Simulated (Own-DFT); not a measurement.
# Computed records: InGa3As4 (zincblende random alloy, strained, atoms displaced)

Computed with Own-DFT development build. A calculation, not a measurement: plane-wave PBE density functional theory by an unreviewed code, no spin, of a simulated periodic cell, stress positive in tension, free energy of the whole cell less one offset for each atom, forces on such cells passed a denser k mesh, this cell's mesh not checked; offsets are fitted by least squares, one for each functional and potential file, so energies compare only between cells with the same atoms and settings and are not formation energies; the far tail of each file's local potential was reset to the Coulomb form; each entry is a single point on an unrelaxed cell, so the pressure reflects the starting lattice, mostly measured values, from which strain is counted, and rises with the displacements; printed positions are rounded, which can move forces by about a meV/angstrom; the program is a retired in-house code; no spin-orbit coupling.

Common to all runs: functional PBE; potential files PseudoDojo norm-conserving, scalar-relativistic, standard set; wave cutoff 42 hartree; occupations Fermi-Dirac; smearing width 0.1 eV; k mesh 3 x 3 x 3 centred on Gamma.

(1) 
```cif
# cell vector a (Å): 11.3066 0.0000 0.0000
# cell vector b (Å): 0.0000 11.3066 0.0000
# cell vector c (Å): 0.0000 0.0000 11.6914
data_InGa3As4
_symmetry_space_group_name_H-M 'P 1'
_symmetry_Int_Tables_number 1
_cell_length_a 11.3066
_cell_length_b 11.3066
_cell_length_c 11.6914
_cell_angle_alpha 90.000
_cell_angle_beta 90.000
_cell_angle_gamma 90.000
_cell_volume 1494.62
loop_
_atom_site_label
_atom_site_type_symbol
_atom_site_fract_x
_atom_site_fract_y
_atom_site_fract_z
_atom_site_occupancy
Ga1 Ga 0.00109 0.00486 0.00058 1
Ga2 Ga 0.00211 0.24812 0.25263 1
Ga3 Ga 0.24952 0.99889 0.24854 1
Ga4 Ga 0.25553 0.24539 0.99706 1
As1 As 0.12518 0.11953 0.12255 1
As2 As 0.12603 0.37526 0.36945 1
As3 As 0.37561 0.13201 0.36744 1
As4 As 0.37503 0.38236 0.12708 1
In1 In 0.99874 0.99636 0.49365 1
Ga5 Ga 0.00265 0.24964 0.74271 1
Ga6 Ga 0.24755 0.00743 0.75592 1
Ga7 Ga 0.25444 0.24184 0.50478 1
As5 As 0.12648 0.11823 0.62126 1
As6 As 0.12167 0.37590 0.87265 1
As7 As 0.37591 0.13051 0.87831 1
As8 As 0.37035 0.37589 0.62650 1
Ga8 Ga 0.99636 0.49973 0.00450 1
Ga9 Ga 0.00303 0.75176 0.24775 1
Ga10 Ga 0.25069 0.49444 0.25252 1
Ga11 Ga 0.24545 0.75587 0.98617 1
As9 As 0.12742 0.62017 0.12679 1
As10 As 0.12632 0.86936 0.36971 1
As11 As 0.37396 0.62382 0.37712 1
As12 As 0.37860 0.86527 0.12466 1
Ga12 Ga 0.99739 0.49591 0.50062 1
In2 In 0.00077 0.74804 0.74963 1
Ga13 Ga 0.25522 0.50228 0.74520 1
Ga14 Ga 0.24717 0.74992 0.48550 1
As13 As 0.13100 0.61663 0.62035 1
As14 As 0.12576 0.87245 0.87582 1
As15 As 0.37108 0.62532 0.87475 1
As16 As 0.37218 0.86991 0.62285 1
Ga15 Ga 0.50296 0.99833 0.00434 1
In3 In 0.50521 0.25464 0.25242 1
In4 In 0.74582 0.99662 0.24710 1
Ga16 Ga 0.75303 0.24679 0.00699 1
As17 As 0.61818 0.11734 0.13004 1
As18 As 0.62340 0.35950 0.37955 1
As19 As 0.88043 0.11989 0.37950 1
As20 As 0.87714 0.37279 0.12839 1
Ga17 Ga 0.49870 0.99174 0.49293 1
Ga18 Ga 0.49897 0.25869 0.74177 1
Ga19 Ga 0.74779 0.99950 0.75658 1
In5 In 0.75023 0.25686 0.50234 1
As21 As 0.62277 0.12116 0.62457 1
As22 As 0.62392 0.37343 0.87797 1
As23 As 0.87047 0.12350 0.87802 1
As24 As 0.87714 0.37604 0.61504 1
In6 In 0.49829 0.49511 0.00482 1
In7 In 0.49696 0.74792 0.25483 1
Ga20 Ga 0.74807 0.50736 0.25406 1
Ga21 Ga 0.75031 0.75498 0.99275 1
As25 As 0.62800 0.62250 0.12206 1
As26 As 0.62600 0.87146 0.37779 1
As27 As 0.87759 0.63215 0.37150 1
As28 As 0.87771 0.87413 0.12346 1
Ga22 Ga 0.49810 0.49144 0.49790 1
In8 In 0.49563 0.74419 0.74438 1
Ga23 Ga 0.75150 0.50256 0.74803 1
Ga24 Ga 0.75023 0.74777 0.49744 1
As29 As 0.62182 0.61583 0.62128 1
As30 As 0.62064 0.87623 0.88078 1
As31 As 0.87771 0.63053 0.87898 1
As32 As 0.87113 0.87261 0.62985 1
_calc_free_energy_of_cell_above_offsets '-20.936'  # eV
_calc_pressure 6.34  # GPa
_calc_stress_xx -7.12  # GPa
_calc_stress_yy -6.68  # GPa
_calc_stress_zz -5.21  # GPa
_calc_stress_yz 0.3  # GPa
_calc_stress_xz -0.76  # GPa
_calc_stress_xy 0.26  # GPa
```

Force:
```
element  x (eV/Å)  y (eV/Å)  z (eV/Å)
     Ga    -0.217    -0.641    -0.284
     Ga     0.018    -0.345    -0.276
     Ga     0.391    -0.196    -0.288
     Ga    -0.925     0.883     0.676
     As     0.303     0.776     0.326
     As    -0.044    -0.552     1.116
     As     -1.14    -1.982     1.556
     As    -2.068    -1.665     0.578
     In     0.598    -1.381     1.293
     Ga    -0.234    -0.077      0.37
     Ga     0.455    -0.608    -0.192
     Ga    -0.387     0.536    -0.565
     As     0.487     0.875     1.027
     As     0.384    -0.009     0.063
     As     0.954    -0.614    -0.696
     As     0.217    -0.178    -0.613
     Ga     0.288    -0.061    -0.223
     Ga    -0.009     -0.41    -0.656
     Ga     -0.02     0.736    -0.089
     Ga      0.66    -1.027     1.684
     As     0.083     0.542    -0.385
     As     0.504      0.07    -0.804
     As    -0.659     -1.66     0.668
     As    -1.612     1.626    -1.382
     Ga     0.706     0.703    -0.895
     In     0.766    -0.449    -0.771
     Ga    -0.653    -0.184     0.828
     Ga     0.198    -0.373     1.464
     As     0.017      0.32    -0.848
     As     -0.11     2.055     0.077
     As    -0.972    -0.452     0.287
     As    -1.341     1.525    -1.115
     Ga    -0.906     -0.02    -0.177
     In     -1.18    -0.283    -1.956
     In     1.096    -0.094      0.75
     Ga    -0.561     0.015    -0.083
     As     0.284     1.016    -2.128
     As     0.347     4.359    -0.234
     As    -1.037     1.956    -2.028
     As     -0.43      0.14     0.386
     Ga    -0.449     0.693     0.547
     Ga     0.417    -0.782     0.696
     Ga    -0.294    -0.049    -0.284
     In     0.464    -2.468     0.406
     As     -0.66    -0.597     0.602
     As     1.245    -0.881    -1.214
     As     0.649      0.39    -0.465
     As     0.987     1.102     2.646
     In     0.321     1.093    -1.185
     In     1.018    -0.608     -0.39
     Ga     0.077    -0.779    -0.054
     Ga     0.075    -0.268     0.855
     As     1.302     0.842     0.329
     As     0.146     -0.06     1.247
     As     0.076    -0.564     0.489
     As     0.632     -0.64    -0.903
     Ga    -0.087     0.095    -0.075
     In     0.729     0.289     0.524
     Ga     0.198    -0.293     0.432
     Ga    -0.074    -0.138     0.621
     As     1.091    -0.323    -0.893
     As     0.397     0.246    -0.408
     As    -1.124    -1.576     0.572
     As    -1.386     0.403    -0.554
```

(2) 
```cif
# cell vector a (Å): 11.3066 0.0000 0.0000
# cell vector b (Å): 0.0000 11.3066 0.0000
# cell vector c (Å): 0.0000 0.0000 11.6914
data_InGa3As4
_symmetry_space_group_name_H-M 'P 1'
_symmetry_Int_Tables_number 1
_cell_length_a 11.3066
_cell_length_b 11.3066
_cell_length_c 11.6914
_cell_angle_alpha 90.000
_cell_angle_beta 90.000
_cell_angle_gamma 90.000
_cell_volume 1494.62
loop_
_atom_site_label
_atom_site_type_symbol
_atom_site_fract_x
_atom_site_fract_y
_atom_site_fract_z
_atom_site_occupancy
In1 In 0.99799 0.00009 0.99923 1
Ga1 Ga 0.99927 0.25546 0.24500 1
In2 In 0.24726 0.00809 0.25246 1
Ga2 Ga 0.24051 0.24948 0.00664 1
As1 As 0.12476 0.11669 0.13122 1
As2 As 0.13340 0.36759 0.37691 1
As3 As 0.37119 0.12395 0.37266 1
As4 As 0.37519 0.37322 0.12164 1
Ga3 Ga 0.00342 0.99925 0.49182 1
Ga4 Ga 0.99940 0.26080 0.74660 1
In3 In 0.24762 0.99823 0.75324 1
Ga5 Ga 0.25054 0.25356 0.50260 1
As5 As 0.12492 0.11661 0.62732 1
As6 As 0.12131 0.37168 0.88143 1
As7 As 0.37523 0.12646 0.86475 1
As8 As 0.37368 0.37430 0.62350 1
Ga6 Ga 0.99407 0.49986 0.99651 1
Ga7 Ga 0.00113 0.74527 0.24403 1
Ga8 Ga 0.24309 0.50309 0.24814 1
Ga9 Ga 0.24932 0.74322 0.99761 1
As9 As 0.12714 0.62240 0.13039 1
As10 As 0.12276 0.86881 0.37830 1
As11 As 0.37636 0.62450 0.37653 1
As12 As 0.37085 0.87001 0.11926 1
Ga10 Ga 0.00211 0.50070 0.50601 1
In4 In 0.99476 0.74424 0.75384 1
Ga11 Ga 0.25207 0.49383 0.75026 1
In5 In 0.24785 0.75114 0.50590 1
As13 As 0.12039 0.61574 0.62695 1
As14 As 0.12881 0.87123 0.86619 1
As15 As 0.37896 0.62269 0.87203 1
As16 As 0.37600 0.88064 0.62499 1
Ga12 Ga 0.48759 0.99214 0.99284 1
Ga13 Ga 0.49338 0.24788 0.24914 1
Ga14 Ga 0.74450 0.99753 0.24910 1
In6 In 0.74209 0.24538 0.00074 1
As17 As 0.63109 0.12178 0.12380 1
As18 As 0.62796 0.36682 0.36804 1
As19 As 0.86803 0.13143 0.37025 1
As20 As 0.87889 0.37716 0.12507 1
In7 In 0.49400 0.99736 0.49842 1
Ga15 Ga 0.49190 0.24333 0.74801 1
Ga16 Ga 0.74906 0.98990 0.74554 1
Ga17 Ga 0.74085 0.25561 0.49814 1
As21 As 0.62080 0.12714 0.62614 1
As22 As 0.61593 0.37797 0.87580 1
As23 As 0.88065 0.12167 0.87766 1
As24 As 0.86680 0.37655 0.62945 1
Ga18 Ga 0.50246 0.49689 0.00237 1
Ga19 Ga 0.50547 0.74601 0.24373 1
Ga20 Ga 0.75130 0.49396 0.25095 1
Ga21 Ga 0.75751 0.75459 0.99831 1
As25 As 0.62802 0.61621 0.12028 1
As26 As 0.63062 0.88085 0.38096 1
As27 As 0.87267 0.62175 0.37557 1
As28 As 0.87674 0.87043 0.12547 1
Ga22 Ga 0.49757 0.49308 0.49308 1
Ga23 Ga 0.49476 0.75156 0.74867 1
Ga24 Ga 0.75905 0.49816 0.75449 1
In8 In 0.75765 0.75118 0.49773 1
As29 As 0.62858 0.61858 0.62645 1
As30 As 0.62361 0.87910 0.87240 1
As31 As 0.87827 0.63081 0.87688 1
As32 As 0.87479 0.87391 0.62282 1
_calc_free_energy_of_cell_above_offsets '-20.485'  # eV
_calc_pressure 6.43  # GPa
_calc_stress_xx -6.96  # GPa
_calc_stress_yy -6.95  # GPa
_calc_stress_zz -5.37  # GPa
_calc_stress_yz 0.87  # GPa
_calc_stress_xz -0.35  # GPa
_calc_stress_xy -0.03  # GPa
```

Force:
```
element  x (eV/Å)  y (eV/Å)  z (eV/Å)
     In     1.053    -1.075     0.095
     Ga     0.332    -0.446     0.643
     In     0.572    -2.574     0.365
     Ga     0.707     -0.52     -0.26
     As    -1.305     2.794    -1.344
     As    -1.183     0.888    -0.343
     As     0.686      2.31     0.959
     As    -0.499     0.274     0.365
     Ga    -0.781      0.54     0.342
     Ga     0.003    -1.248     0.166
     In     0.657     0.215     -0.54
     Ga         0     -1.07     0.332
     As    -1.275     2.019    -1.529
     As     0.262     0.472    -0.559
     As     -0.02     0.741     2.611
     As     0.289    -0.119     0.064
     Ga     0.544     0.267     0.565
     Ga    -0.301    -0.001     0.849
     Ga     1.192    -0.781     0.749
     Ga    -0.076     0.017    -0.281
     As     -0.59     0.149    -1.421
     As    -1.274     0.334    -1.146
     As     0.422    -0.422    -1.122
     As     0.458    -0.407     0.175
     Ga    -0.508    -0.893    -0.981
     In     1.041     1.012    -1.644
     Ga    -0.274     0.168      0.36
     In     0.307    -0.807     0.252
     As      0.76    -0.615     0.493
     As    -0.248    -1.263     2.565
     As    -0.391    -0.221     0.345
     As     0.155    -1.647     1.286
     Ga     0.766     0.813     0.321
     Ga      0.55    -0.389     -0.39
     Ga     0.578     0.084     0.035
     In     1.164     1.128    -1.057
     As    -2.796    -1.652     1.321
     As    -0.975     0.694     0.021
     As     0.544    -0.311     0.273
     As     -0.08     0.386     0.071
     In     0.768     1.018    -0.272
     Ga     0.931     1.125    -0.337
     Ga     0.216     1.202     0.176
     Ga     0.567    -0.788     0.616
     As     1.005     0.282     0.466
     As     0.158    -0.004    -1.265
     As    -1.215     1.052     -2.76
     As      0.68    -0.265    -0.982
     Ga    -0.554     0.225    -0.279
     Ga      0.04     0.254     0.421
     Ga     0.135     0.345    -0.144
     Ga    -1.088    -0.279     0.063
     As     0.498     0.752     0.284
     As    -0.524    -0.783    -2.353
     As     1.545    -1.183    -1.324
     As    -0.784    -0.246     1.081
     Ga     0.663     0.233     0.308
     Ga     0.809    -0.265    -0.268
     Ga    -1.256     0.466     0.529
     In    -1.175    -0.681     0.438
     As    -0.895    -0.272     0.368
     As    -0.045    -0.815     0.231
     As    -1.911    -2.055     1.697
     As     0.965      1.84     0.299
```

(3) 
```cif
# cell vector a (Å): 11.3066 0.0000 0.0000
# cell vector b (Å): 0.0000 11.3066 0.0000
# cell vector c (Å): 0.0000 0.0000 11.6914
data_InGa3As4
_symmetry_space_group_name_H-M 'P 1'
_symmetry_Int_Tables_number 1
_cell_length_a 11.3066
_cell_length_b 11.3066
_cell_length_c 11.6914
_cell_angle_alpha 90.000
_cell_angle_beta 90.000
_cell_angle_gamma 90.000
_cell_volume 1494.62
loop_
_atom_site_label
_atom_site_type_symbol
_atom_site_fract_x
_atom_site_fract_y
_atom_site_fract_z
_atom_site_occupancy
Ga1 Ga 0.99873 0.99453 0.99786 1
Ga2 Ga 0.00151 0.24778 0.24745 1
In1 In 0.24956 0.00439 0.24058 1
Ga3 Ga 0.24933 0.24346 0.99518 1
As1 As 0.12639 0.12757 0.12306 1
As2 As 0.12519 0.37575 0.37797 1
As3 As 0.37889 0.12495 0.38021 1
As4 As 0.38008 0.37395 0.12616 1
Ga4 Ga 0.00408 0.00437 0.49997 1
Ga5 Ga 0.99502 0.25035 0.74658 1
Ga6 Ga 0.25262 0.98969 0.74849 1
Ga7 Ga 0.25836 0.24730 0.50078 1
As5 As 0.12235 0.12302 0.63523 1
As6 As 0.12423 0.38524 0.87873 1
As7 As 0.37447 0.12338 0.87292 1
As8 As 0.37416 0.36677 0.62157 1
Ga8 Ga 0.99514 0.50103 0.00476 1
Ga9 Ga 0.00040 0.75184 0.25343 1
In2 In 0.25067 0.49922 0.24793 1
Ga10 Ga 0.24787 0.75194 0.99885 1
As9 As 0.12301 0.62892 0.12175 1
As10 As 0.12234 0.87303 0.36847 1
As11 As 0.37484 0.61806 0.38153 1
As12 As 0.37580 0.87673 0.12985 1
In3 In 0.99913 0.49201 0.49935 1
Ga11 Ga 0.99917 0.75536 0.75039 1
Ga12 Ga 0.24718 0.50667 0.75026 1
Ga13 Ga 0.25286 0.75079 0.50497 1
As13 As 0.12897 0.62119 0.62201 1
As14 As 0.12371 0.87974 0.86610 1
As15 As 0.37438 0.62410 0.87684 1
As16 As 0.37466 0.87171 0.62400 1
In4 In 0.49636 0.99346 0.00340 1
Ga14 Ga 0.49714 0.25621 0.24303 1
Ga15 Ga 0.74961 0.99917 0.24911 1
In5 In 0.74407 0.25697 0.00285 1
As17 As 0.61848 0.12515 0.12416 1
As18 As 0.62308 0.37384 0.37571 1
As19 As 0.87697 0.12646 0.37244 1
As20 As 0.87409 0.37780 0.12179 1
In6 In 0.50163 0.99149 0.50563 1
In7 In 0.49802 0.24786 0.74725 1
Ga16 Ga 0.74484 0.00134 0.74981 1
Ga17 Ga 0.75087 0.25469 0.49883 1
As21 As 0.62082 0.12204 0.62633 1
As22 As 0.62513 0.37706 0.87183 1
As23 As 0.87167 0.12698 0.86588 1
As24 As 0.87031 0.37986 0.63520 1
Ga18 Ga 0.50186 0.50126 0.99181 1
Ga19 Ga 0.49468 0.74801 0.24980 1
Ga20 Ga 0.74258 0.50087 0.24864 1
Ga21 Ga 0.73875 0.74799 0.99437 1
As25 As 0.61319 0.62687 0.12516 1
As26 As 0.62682 0.87546 0.37607 1
As27 As 0.86821 0.62650 0.37665 1
As28 As 0.87327 0.87090 0.12909 1
Ga22 Ga 0.49693 0.50085 0.49014 1
Ga23 Ga 0.49458 0.74606 0.75596 1
In8 In 0.75335 0.50071 0.74654 1
Ga24 Ga 0.74995 0.74636 0.49427 1
As29 As 0.62250 0.62826 0.62330 1
As30 As 0.61943 0.87171 0.87653 1
As31 As 0.87730 0.62142 0.87201 1
As32 As 0.87886 0.87385 0.62288 1
_calc_free_energy_of_cell_above_offsets '-21.255'  # eV
_calc_pressure 6.29  # GPa
_calc_stress_xx -6.95  # GPa
_calc_stress_yy -6.82  # GPa
_calc_stress_zz -5.09  # GPa
_calc_stress_yz -0.11  # GPa
_calc_stress_xz 0.34  # GPa
_calc_stress_xy 0.57  # GPa
```

Force:
```
element  x (eV/Å)  y (eV/Å)  z (eV/Å)
     Ga    -0.351     0.577     0.011
     Ga    -0.031     0.572     0.177
     In     0.103     0.126     1.904
     Ga      0.03     0.905     0.066
     As    -1.643     0.842    -1.579
     As     0.615     -2.43    -0.789
     As    -0.061     0.963     -0.91
     As    -0.082    -0.307    -2.009
     Ga     -0.07    -0.287    -0.018
     Ga     0.549      0.38     0.646
     Ga     0.077     1.065    -0.112
     Ga    -1.273    -0.369    -0.033
     As     0.737     0.174     -0.99
     As    -0.102    -0.943    -0.285
     As    -1.483    -0.675     0.142
     As    -0.717     2.402    -0.493
     Ga     0.373      0.38    -0.351
     Ga    -0.481    -0.646    -0.273
     In    -0.364     0.162    -0.169
     Ga     -0.02     0.331     -0.11
     As    -0.675     0.512    -0.241
     As     0.226     -0.07     1.569
     As     0.011     2.019    -0.254
     As    -0.419    -2.692    -0.291
     In    -0.783     0.877     0.335
     Ga     0.137    -0.802     -0.38
     Ga      0.46     -0.76    -0.159
     Ga    -0.562    -0.256    -0.748
     As    -0.063     1.341      0.85
     As      0.13    -0.688     1.191
     As    -0.477     0.053     0.033
     As    -0.842    -1.177     1.544
     In     0.112     0.771    -0.627
     Ga      0.47    -0.898     1.141
     Ga    -0.119     0.315    -0.005
     In     0.392    -1.128    -0.474
     As     0.579     0.002     1.747
     As     0.066    -0.018    -0.422
     As    -0.252    -0.022     0.237
     As     0.773     0.688      1.78
     In     0.043     0.635    -0.775
     In     0.221     0.319     0.604
     Ga     0.365    -0.569    -0.224
     Ga     0.092    -0.432     0.383
     As     2.334     0.288    -0.405
     As    -1.107     0.807     0.355
     As     0.402    -0.695     0.712
     As     1.316    -3.093    -2.199
     Ga    -0.147    -0.351     0.597
     Ga     0.095     0.103     0.832
     Ga      0.27     0.139    -0.028
     Ga     0.979    -0.396      0.56
     As     0.682    -0.298    -0.303
     As     0.635    -1.116    -1.381
     As       0.2    -0.162    -1.252
     As    -0.237     0.036    -0.801
     Ga     0.699    -0.686     1.577
     Ga     0.355     0.098     -0.64
     In    -1.893     1.501     0.945
     Ga    -0.205      0.66     0.863
     As     -0.92      0.39     -0.77
     As     0.951    -0.313    -1.477
     As     0.652     1.588     1.376
     As    -0.755     0.256    -0.207
```

(4) 
```cif
# cell vector a (Å): 11.3066 0.0000 0.0000
# cell vector b (Å): 0.0000 11.3066 0.0000
# cell vector c (Å): 0.0000 0.0000 11.6914
data_InGa3As4
_symmetry_space_group_name_H-M 'P 1'
_symmetry_Int_Tables_number 1
_cell_length_a 11.3066
_cell_length_b 11.3066
_cell_length_c 11.6914
_cell_angle_alpha 90.000
_cell_angle_beta 90.000
_cell_angle_gamma 90.000
_cell_volume 1494.62
loop_
_atom_site_label
_atom_site_type_symbol
_atom_site_fract_x
_atom_site_fract_y
_atom_site_fract_z
_atom_site_occupancy
In1 In 0.99359 0.00295 0.99278 1
In2 In 0.99273 0.25367 0.24509 1
Ga1 Ga 0.24490 0.99631 0.24970 1
Ga2 Ga 0.24755 0.25067 0.99413 1
As1 As 0.12737 0.12064 0.12405 1
As2 As 0.12598 0.37303 0.37073 1
As3 As 0.36767 0.12243 0.37118 1
As4 As 0.37676 0.37414 0.13127 1
Ga3 Ga 0.00141 0.99603 0.50188 1
In3 In 0.99425 0.24733 0.75117 1
Ga4 Ga 0.24940 0.00322 0.75019 1
Ga5 Ga 0.24650 0.24562 0.50285 1
As5 As 0.12313 0.12504 0.61668 1
As6 As 0.12342 0.37561 0.87312 1
As7 As 0.37462 0.12960 0.87270 1
As8 As 0.36722 0.38178 0.62994 1
Ga6 Ga 0.00344 0.50206 0.99647 1
Ga7 Ga 0.00068 0.75532 0.24869 1
Ga8 Ga 0.24600 0.49516 0.24766 1
Ga9 Ga 0.24781 0.75225 0.00129 1
As9 As 0.12107 0.62302 0.12894 1
As10 As 0.12381 0.87740 0.37203 1
As11 As 0.37246 0.62995 0.37703 1
As12 As 0.36909 0.88717 0.12916 1
Ga10 Ga 0.99085 0.49605 0.49755 1
Ga11 Ga 0.00454 0.74615 0.75179 1
In4 In 0.24590 0.50181 0.75075 1
Ga12 Ga 0.24679 0.74953 0.49790 1
As13 As 0.11867 0.62988 0.62016 1
As14 As 0.12770 0.87076 0.87393 1
As15 As 0.37410 0.62612 0.87864 1
As16 As 0.37924 0.87319 0.62873 1
Ga13 Ga 0.49933 0.99887 0.99642 1
Ga14 Ga 0.50018 0.24354 0.25245 1
In5 In 0.74847 0.99557 0.24342 1
Ga15 Ga 0.74438 0.25038 0.00308 1
As17 As 0.62847 0.12188 0.12703 1
As18 As 0.62025 0.37376 0.37776 1
As19 As 0.87195 0.12095 0.37203 1
As20 As 0.87886 0.37465 0.12017 1
Ga16 Ga 0.50677 0.99957 0.49707 1
Ga17 Ga 0.50241 0.25172 0.74922 1
Ga18 Ga 0.74954 0.99489 0.74385 1
In6 In 0.74753 0.24898 0.50013 1
As21 As 0.63332 0.12518 0.61776 1
As22 As 0.62270 0.37904 0.87518 1
As23 As 0.87642 0.12013 0.87042 1
As24 As 0.86966 0.36411 0.61749 1
Ga19 Ga 0.49116 0.50044 0.00112 1
In7 In 0.49916 0.75394 0.25490 1
Ga20 Ga 0.75115 0.49667 0.25524 1
Ga21 Ga 0.74447 0.74969 0.00092 1
As25 As 0.63060 0.62868 0.13144 1
As26 As 0.63318 0.88577 0.37512 1
As27 As 0.87028 0.62373 0.37297 1
As28 As 0.87188 0.87129 0.12702 1
Ga22 Ga 0.49523 0.50961 0.49865 1
In8 In 0.50442 0.75032 0.75316 1
Ga23 Ga 0.75151 0.50216 0.75020 1
Ga24 Ga 0.74231 0.74558 0.49328 1
As29 As 0.62293 0.62121 0.63122 1
As30 As 0.62937 0.87338 0.86836 1
As31 As 0.86940 0.62263 0.87309 1
As32 As 0.87063 0.87345 0.62433 1
_calc_free_energy_of_cell_above_offsets '-20.990'  # eV
_calc_pressure 6.32  # GPa
_calc_stress_xx -6.88  # GPa
_calc_stress_yy -6.89  # GPa
_calc_stress_zz -5.19  # GPa
_calc_stress_yz 0.52  # GPa
_calc_stress_xz 0.09  # GPa
_calc_stress_xy 0  # GPa
```

Force:
```
element  x (eV/Å)  y (eV/Å)  z (eV/Å)
     In     1.114    -1.287     1.348
     In     1.021    -1.231     0.665
     Ga    -0.171     0.786     0.142
     Ga     0.214     0.041     0.859
     As      0.78     0.501    -0.211
     As     0.336     0.656     1.401
     As     0.553    -0.084     0.616
     As    -0.232    -0.376    -0.669
     Ga    -0.645     0.104    -0.373
     In     0.815     0.374    -0.688
     Ga     0.083    -0.213    -0.364
     Ga     0.601     0.813    -0.514
     As     0.457    -0.926       0.5
     As    -0.342    -0.266     1.621
     As     0.226    -0.283    -0.041
     As     1.879    -1.829    -1.954
     Ga    -0.437     0.007      0.07
     Ga    -0.284    -0.587     0.237
     Ga     0.398     0.444     0.373
     Ga     0.272    -0.153     0.523
     As       0.3     0.361    -0.398
     As    -0.077    -0.403     0.462
     As    -1.177    -1.184      0.28
     As     0.215    -0.713     -1.34
     Ga     0.547     0.078    -0.039
     Ga    -0.774     0.376     -0.12
     In    -0.532     1.256     0.181
     Ga     0.167     0.515     0.345
     As    -0.511     -0.18    -0.702
     As      0.35    -0.147    -0.689
     As    -0.251      0.23     1.338
     As    -1.204     1.158    -1.472
     Ga     0.074     0.242    -0.005
     Ga    -0.073     0.217    -0.031
     In     1.021     0.667     0.275
     Ga     0.404     0.082    -0.547
     As     -1.82     1.307    -1.584
     As    -0.957     1.041    -0.967
     As     1.121    -0.539     0.888
     As    -1.827     1.629    -1.325
     Ga    -0.878     0.253     0.335
     Ga      0.01     0.016    -0.483
     Ga     0.137     0.613     0.144
     In     0.088    -0.221    -2.162
     As    -2.406    -1.558     2.392
     As      0.07    -0.159     0.162
     As    -3.442     0.583    -0.161
     As     1.045     3.204     1.534
     Ga     0.781     0.137     0.545
     In     0.161     0.664    -0.402
     Ga    -0.174    -0.303    -0.636
     Ga     0.423    -0.085    -0.064
     As    -0.144    -1.276    -1.075
     As    -1.271    -1.529     1.974
     As     0.545     0.323     0.068
     As     0.862    -1.566    -1.277
     Ga     0.011    -0.781     0.395
     In    -0.898    -0.548    -0.037
     Ga     0.019    -0.895    -0.415
     Ga     0.258     0.117      0.73
     As     1.016    -0.659    -1.738
     As     0.841      1.47     1.977
     As     0.718     0.479     0.388
     As     0.588    -0.764    -0.282
```
